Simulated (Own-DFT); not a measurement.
# How much smaller does PBEsol make it? beta-Si3N4, 112 atoms (N64Si48)

Calculated, not measured: single-point runs of Own-DFT, a retired in-house plane-wave DFT program that no person has reviewed, on unrelaxed cells, without spin or spin-orbit coupling.

Known weak points: forces on such cells moved up to 12 meV/angstrom on a denser k mesh; stress not checked against mesh or cutoff.

Each geometry was run with PBE and with PBEsol, otherwise alike: PseudoDojo norm-conserving scalar-relativistic files made for PBE; cutoff 42 hartree; 2 x 2 x 4 k mesh centred on Gamma; Fermi-Dirac smearing of 0.1 eV. Unstrained cell vectors in Å: (15.212, 0.000, 0.000); (-7.606, 13.174, 0.000); (0.000, 0.000, 5.818). Each has a uniform strain, of which the change of volume is shown, and random moves of rms u per axis.

| run | volume change (%) | u (Å) | P with PBE (GPa) | P with PBEsol (GPa) |
|---|---|---|---|---|
| 1 | -0.97 | 0.0470 | 10.57 | 8.14 |
| 2 | -1.49 | 0.0524 | 13.28 | 10.84 |
| 3 | -1.08 | 0.0472 | 11.15 | 8.72 |
| 4 | -0.91 | 0.0535 | 10.01 | 7.57 |
| 5 | -2.22 | 0.0521 | 15.07 | 12.62 |
| 6 | -0.27 | 0.0518 | 9.13 | 6.70 |
| 7 | -2.20 | 0.0469 | 13.71 | 11.26 |
| 8 | -3.41 | 0.0500 | 18.54 | 16.06 |
| 9 | -1.79 | 0.0510 | 13.70 | 11.26 |
| 10 | -1.89 | 0.0508 | 14.00 | 11.56 |
| 11 | -3.79 | 0.0507 | 19.29 | 16.81 |
| 12 | -1.37 | 0.0540 | 12.65 | ? |

Question: by how much does PBEsol shrink this cell, and what belongs in the blank?

## Solution

Write v for the change of volume as a fraction. Fitted to v and u², the PBE pressure has a slope of -304 ± 15 GPa in v, with the ions held to the strained lattice. The difference PBEsol less PBE is -2.42 + 1.6 v GPa (slope ± 0.2) and averages -2.44 GPa. Divided by the mean slope of the two, 304 GPa, that makes PBEsol's volume at a given pressure, near 12 GPa, about 0.8 % smaller, or 0.27 % in lengths. At one volume PBEsol's slope is the smaller by 2 GPa, but its pressure there is lower too. If stiffness rises by about 4 GPa for each GPa, PBEsol at equal pressure is stiffer by about 8 GPa. Files made for PBEsol would give a different shift.

For run 12 the line gives 10.21 GPa. Computed: 10.21 GPa.
